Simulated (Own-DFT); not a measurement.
Simulation results for Hf$_{32}$O$_{63}$ (monoclinic hafnia with one vacancy, atoms displaced)

Computed with Own-DFT development build. A calculation, not a measurement: plane-wave density functional theory by an unreviewed code, no spin, of a simulated periodic cell, stress positive in tension, run twice, with PBE and with PBEsol, both on files made for PBE, so the change isn't that of files made for PBEsol, defect cell not probed for a lower state with spin; hafnium file: forces about 75 meV/angstrom off all-electron values; oxygen file: force components 24 meV/angstrom off all-electron in one glass; forces on such cells passed a denser k mesh, this cell's mesh not checked; the far tail of each file's local potential was reset to the Coulomb form; each entry is a single point on an unrelaxed cell, so the pressure reflects the starting lattice, mostly measured values (interpolated for alloys), from which strain is counted, and rises with the displacements; printed positions are rounded, which can move forces by about a meV/angstrom; the program, named Own-DFT, is a retired in-house code; no spin-orbit coupling; stress was not checked against mesh or cutoff.

```cif
# cell vector a (Å): 10.2340 0.0000 0.0000
# cell vector b (Å): 0.0000 10.3500 0.0000
# cell vector c (Å): -1.6955 0.0000 10.4453
data_Hf32O63
_symmetry_space_group_name_H-M 'P 1'
_symmetry_Int_Tables_number 1
_cell_length_a 10.2340
_cell_length_b 10.3500
_cell_length_c 10.5820
_cell_angle_alpha 90.000
_cell_angle_beta 99.220
_cell_angle_gamma 90.000
_cell_volume 1106.39
loop_
_atom_site_label
_atom_site_type_symbol
_atom_site_fract_x
_atom_site_fract_y
_atom_site_fract_z
_atom_site_occupancy
Hf1 Hf 0.13387 0.01909 0.11596 1
Hf2 Hf 0.36478 0.28587 0.16482 1
Hf3 Hf 0.36309 0.48407 0.40336 1
Hf4 Hf 0.13440 0.23083 0.35155 1
O1 O 0.03036 0.15306 0.16718 1
O2 O 0.45668 0.43015 0.07548 1
O3 O 0.46540 0.33924 0.31526 1
O4 O 0.04575 0.06777 0.42252 1
O5 O 0.23601 0.37211 0.23385 1
O6 O 0.27080 0.11811 0.00328 1
O7 O 0.27937 0.11741 0.27269 1
O8 O 0.23997 0.36882 0.50645 1
Hf5 Hf 0.15449 0.02116 0.59693 1
Hf6 Hf 0.36765 0.25913 0.65069 1
Hf7 Hf 0.37274 0.49704 0.90035 1
Hf8 Hf 0.14393 0.23228 0.86945 1
O9 O 0.04668 0.17075 0.67446 1
O10 O 0.46502 0.42667 0.58158 1
O11 O 0.45630 0.32268 0.82240 1
O12 O 0.03812 0.09411 0.91693 1
O13 O 0.22349 0.39361 0.75271 1
O14 O 0.25910 0.13047 0.51055 1
O15 O 0.28600 0.12061 0.76836 1
O16 O 0.22767 0.36163 0.01016 1
Hf9 Hf 0.14232 0.51089 0.09027 1
Hf10 Hf 0.34314 0.76631 0.14549 1
Hf11 Hf 0.36728 0.99399 0.38340 1
Hf12 Hf 0.13905 0.73150 0.35102 1
O17 O 0.04012 0.67027 0.17948 1
O18 O 0.46159 0.92466 0.07337 1
O19 O 0.46455 0.83586 0.33505 1
O20 O 0.04369 0.56675 0.42948 1
O21 O 0.22170 0.88481 0.23116 1
O22 O 0.26305 0.62596 0.00039 1
O23 O 0.27479 0.61612 0.25949 1
O24 O 0.23062 0.87401 0.49371 1
Hf13 Hf 0.14406 0.51801 0.59756 1
Hf14 Hf 0.35693 0.78557 0.63334 1
Hf15 Hf 0.36043 0.99458 0.89868 1
Hf16 Hf 0.12935 0.73159 0.86174 1
O25 O 0.03964 0.65421 0.67872 1
O26 O 0.44588 0.92001 0.57521 1
O27 O 0.46508 0.83383 0.82045 1
O28 O 0.02667 0.58280 0.92843 1
O29 O 0.21635 0.88300 0.74684 1
O30 O 0.27099 0.63099 0.51734 1
O31 O 0.27224 0.61841 0.76308 1
O32 O 0.21670 0.86925 0.98804 1
Hf17 Hf 0.63280 0.02767 0.10470 1
Hf18 Hf 0.86386 0.26096 0.14053 1
Hf19 Hf 0.84659 0.49140 0.40194 1
Hf20 Hf 0.64410 0.21236 0.35779 1
O33 O 0.54996 0.16475 0.18677 1
O34 O 0.96754 0.41748 0.07904 1
O35 O 0.97256 0.33854 0.33543 1
O36 O 0.53161 0.07582 0.41784 1
O37 O 0.73363 0.36220 0.24007 1
O38 O 0.77424 0.13201 0.01190 1
O39 O 0.75378 0.11489 0.25435 1
O40 O 0.73015 0.37635 0.50023 1
Hf21 Hf 0.62318 0.02438 0.60156 1
Hf22 Hf 0.86043 0.26952 0.64126 1
Hf23 Hf 0.86103 0.47692 0.90379 1
Hf24 Hf 0.62823 0.21791 0.84312 1
O41 O 0.54612 0.16989 0.68715 1
O42 O 0.96427 0.40006 0.57541 1
O43 O 0.95836 0.34101 0.82761 1
O44 O 0.54005 0.07791 0.91870 1
O45 O 0.71095 0.39529 0.74303 1
O46 O 0.78362 0.14317 0.51654 1
O47 O 0.76723 0.11376 0.75941 1
O48 O 0.71793 0.37084 0.98335 1
Hf25 Hf 0.63013 0.51693 0.09447 1
Hf26 Hf 0.86846 0.76903 0.14336 1
Hf27 Hf 0.86985 0.96793 0.38809 1
Hf28 Hf 0.64483 0.74777 0.35624 1
O49 O 0.53972 0.65130 0.18447 1
O50 O 0.95630 0.91705 0.07091 1
O51 O 0.96531 0.82465 0.31827 1
O52 O 0.54182 0.58309 0.41590 1
O53 O 0.72892 0.87390 0.23752 1
O54 O 0.75572 0.62737 0.00607 1
O55 O 0.76591 0.60570 0.27664 1
O56 O 0.72503 0.87719 0.48732 1
Hf29 Hf 0.60982 0.51658 0.59419 1
Hf30 Hf 0.85979 0.78133 0.64812 1
Hf31 Hf 0.86349 0.98642 0.90078 1
Hf32 Hf 0.61997 0.73315 0.85539 1
O57 O 0.54301 0.66803 0.66376 1
O58 O 0.96151 0.92156 0.57414 1
O59 O 0.96467 0.83819 0.82163 1
O60 O 0.52739 0.58776 0.91836 1
O61 O 0.73033 0.86986 0.74226 1
O62 O 0.79068 0.63947 0.49700 1
O63 O 0.72930 0.86564 0.98340 1
_calc_functional 'PBE, then PBEsol'
_calc_potential_files 'PseudoDojo norm-conserving, scalar-relativistic, standard set'
_calc_wave_cutoff 72  # hartree
_calc_occupations 'Fermi-Dirac'
_calc_smearing_width 0.1  # eV
_calc_k_mesh '2 x 2 x 2 centred on Gamma'
_calc_PBE_pressure 12.52  # GPa
_calc_PBE_stress_xx -14.07  # GPa
_calc_PBE_stress_yy -11.2  # GPa
_calc_PBE_stress_zz -12.3  # GPa
_calc_PBE_stress_yz 0.31  # GPa
_calc_PBE_stress_xz -2.16  # GPa
_calc_PBE_stress_xy -1.49  # GPa
_calc_PBEsol_pressure 6.09  # GPa
_calc_PBEsol_stress_xx -7.6  # GPa
_calc_PBEsol_stress_yy -4.85  # GPa
_calc_PBEsol_stress_zz -5.82  # GPa
_calc_PBEsol_stress_yz 0.31  # GPa
_calc_PBEsol_stress_xz -1.74  # GPa
_calc_PBEsol_stress_xy -1.49  # GPa
_calc_rms_change_of_force_components_from_PBE_to_PBEsol 0.083  # eV/angstrom
```

Force:
```
force element  PBE force x (eV/Å)  PBE force y (eV/Å)  PBE force z (eV/Å)  PBEsol force x (eV/Å)  PBEsol force y (eV/Å)  PBEsol force z (eV/Å)
           Hf               1.712              -0.694              -4.554                  1.691                 -0.656                 -4.466
           Hf               3.153               -4.33              -6.055                  3.063                 -4.138                  -5.87
           Hf               0.196               0.466              -1.322                  0.198                   0.42                 -1.275
           Hf               -2.05               1.233               1.703                 -2.009                  1.138                  1.655
            O              -0.601               1.936               1.877                 -0.575                  1.898                  1.863
            O              -0.371              -1.379               0.708                 -0.362                 -1.304                  0.639
            O               1.846               1.022               4.744                  1.753                  0.986                  4.558
            O              -0.858               0.881              -2.399                 -0.817                  0.846                  -2.27
            O              -4.575               2.004               3.623                 -4.401                   1.95                  3.526
            O              -0.017               1.062                2.68                  -0.09                      1                  2.538
            O              -1.028               2.946              -3.335                 -1.061                   2.87                  -3.24
            O               0.141              -0.812              -2.271                  0.197                 -0.766                 -2.197
           Hf              -5.563              -0.971               4.206                 -5.414                 -0.909                  4.061
           Hf              -3.115               2.897               1.075                 -3.066                  2.869                  1.122
           Hf              -4.934              -3.849              -3.584                 -4.867                 -3.779                 -3.474
           Hf              -0.259               1.765               -3.99                 -0.228                  1.648                 -3.905
            O               0.212              -0.691              -0.089                  0.208                 -0.661                 -0.046
            O              -5.889              -4.774              -0.355                 -5.749                 -4.623                 -0.405
            O               0.247               0.989               1.065                  0.263                  0.922                   0.94
            O              -2.236              -2.073               1.583                 -2.176                 -2.025                  1.589
            O               0.515              -2.136              -0.099                  0.563                 -2.077                 -0.113
            O               4.261               1.664              -1.101                  4.086                  1.602                 -1.081
            O               0.209               1.624              -2.132                  0.176                  1.602                 -2.071
            O              -0.344               0.469              -1.601                 -0.324                  0.489                  -1.53
           Hf              -2.006               0.546               1.643                 -1.938                  0.543                   1.56
           Hf               3.508               0.098              -0.605                  3.356                  0.144                 -0.559
           Hf              -2.344              -5.351               2.385                   -2.3                 -5.282                  2.371
           Hf              -0.432               -2.38               1.681                 -0.428                 -2.377                  1.578
            O               0.344               -0.72              -1.299                  0.329                 -0.638                 -1.201
            O              -0.543              -1.378               1.484                 -0.522                 -1.285                  1.383
            O              -0.774               0.063              -1.088                 -0.746                   0.08                 -1.098
            O              -0.148               2.241              -2.609                 -0.148                  2.174                 -2.464
            O               0.002              -1.481               2.017                  0.053                 -1.455                  1.941
            O               1.236               0.675               1.747                  1.146                   0.64                  1.695
            O               0.226               0.534              -0.095                  0.183                  0.549                 -0.105
            O              -1.362               -0.23              -2.685                 -1.275                 -0.207                 -2.573
           Hf              -2.605              -0.838               4.017                 -2.521                 -0.765                  3.902
           Hf              -1.853               -5.37               4.742                 -1.846                 -5.182                  4.626
           Hf              -0.487              -4.029               -0.01                 -0.505                 -3.929                  0.028
           Hf                0.86              -0.971              -3.587                  0.884                 -0.985                 -3.524
            O              -1.571               1.479              -0.015                 -1.508                  1.472                  0.038
            O                4.44               4.515              -0.519                   4.34                  4.414                 -0.548
            O              -2.136               1.869              -0.304                 -2.028                  1.765                 -0.332
            O               0.616               0.949               0.354                  0.617                  0.887                  0.399
            O               1.096               0.104              -1.056                  1.137                  0.109                 -1.047
            O               1.952               0.645               -1.84                  1.847                  0.613                 -1.795
            O               0.968               1.773               0.107                  0.875                  1.705                  0.132
            O               0.315               0.058                1.44                  0.351                  0.034                  1.408
           Hf                0.45              -2.683              -1.434                  0.428                 -2.556                 -1.392
           Hf              -1.551               3.539               1.019                 -1.551                   3.49                  1.012
           Hf               3.036               -4.34                1.48                  2.944                 -4.269                  1.473
           Hf               1.521                5.29               0.562                  1.512                    5.1                  0.466
            O              -4.197               0.879              -2.017                 -4.035                   0.84                 -1.884
            O              -0.467              -1.101                 0.8                 -0.462                 -1.058                  0.675
            O               1.116              -1.788               -1.22                  1.124                 -1.783                 -1.222
            O               1.908               1.392               1.553                  1.876                  1.336                  1.563
            O              -0.676               0.414              -0.297                 -0.596                  0.379                 -0.288
            O               0.155              -0.937              -0.295                  0.111                 -0.925                 -0.273
            O               4.811              -1.535               1.739                  4.609                 -1.479                  1.677
            O              -1.953              -0.526              -1.502                 -1.814                 -0.496                 -1.452
           Hf               3.369               -2.48               1.254                  3.282                  -2.36                  1.186
           Hf               1.823               2.577               3.054                  1.805                  2.577                  2.933
           Hf              -1.787              -0.396              -2.406                 -1.667                  -0.61                 -2.185
           Hf               3.869               5.259               6.667                  3.758                  5.084                  6.507
            O              -3.024              -1.792              -7.373                 -2.958                 -1.748                 -7.156
            O               1.466               1.448              -0.061                  1.389                  1.408                  -0.08
            O               0.857              -1.136               0.592                  0.799                 -1.086                   0.57
            O              -0.538              -0.416                0.59                 -0.531                 -0.404                  0.612
            O                0.54              -0.752              -0.176                  0.577                 -0.728                 -0.177
            O              -1.869              -3.579              -2.609                 -1.897                 -3.457                 -2.537
            O               0.442              -0.176              -0.199                  0.341                 -0.177                 -0.185
            O               0.001              -0.611                0.97                  0.088                 -0.554                  0.942
           Hf               2.194              -0.424               3.314                  2.113                 -0.353                  3.222
           Hf              -1.947              -1.547              -1.758                 -1.865                 -1.402                  -1.66
           Hf              -0.085                1.67               2.087                  -0.08                  1.554                  2.069
           Hf              -0.777              -4.139              -1.063                 -0.725                 -4.087                 -1.069
            O              -2.019               2.315              -1.264                 -1.925                  2.239                 -1.207
            O                1.71               0.324                1.55                  1.655                   0.33                  1.474
            O              -0.021               0.839               1.183                 -0.031                  0.813                  1.093
            O              -1.613              -0.206              -0.042                 -1.595                 -0.237                  0.043
            O              -0.022               0.234              -0.372                  0.039                   0.21                 -0.318
            O               1.478               0.523               0.885                  1.366                  0.496                  0.828
            O               0.065               3.092              -4.647                 -0.007                  3.028                  -4.49
            O              -0.463                 1.6               0.562                 -0.383                  1.539                  0.536
           Hf               9.761               2.404               2.108                  9.441                  2.313                  1.945
           Hf               1.569              -2.262              -0.517                  1.627                 -1.986                 -0.584
           Hf              -0.209              -1.102              -2.284                 -0.222                  -1.12                 -2.195
           Hf               4.349               0.358              -0.793                  4.099                  0.429                 -0.741
            O               -1.78               2.491               0.789                 -1.717                  2.413                  0.835
            O                0.48              -0.248              -0.642                  0.411                 -0.276                 -0.681
            O               -0.19               0.693                0.97                 -0.199                  0.645                  0.891
            O               1.716               0.476               0.411                  1.699                  0.459                  0.446
            O              -1.723               1.433               -0.86                 -1.597                  1.362                 -0.836
            O              -1.302               2.031               2.708                   -1.3                  1.985                  2.594
            O              -0.426               0.842               0.708                 -0.344                  0.801                  0.658
```
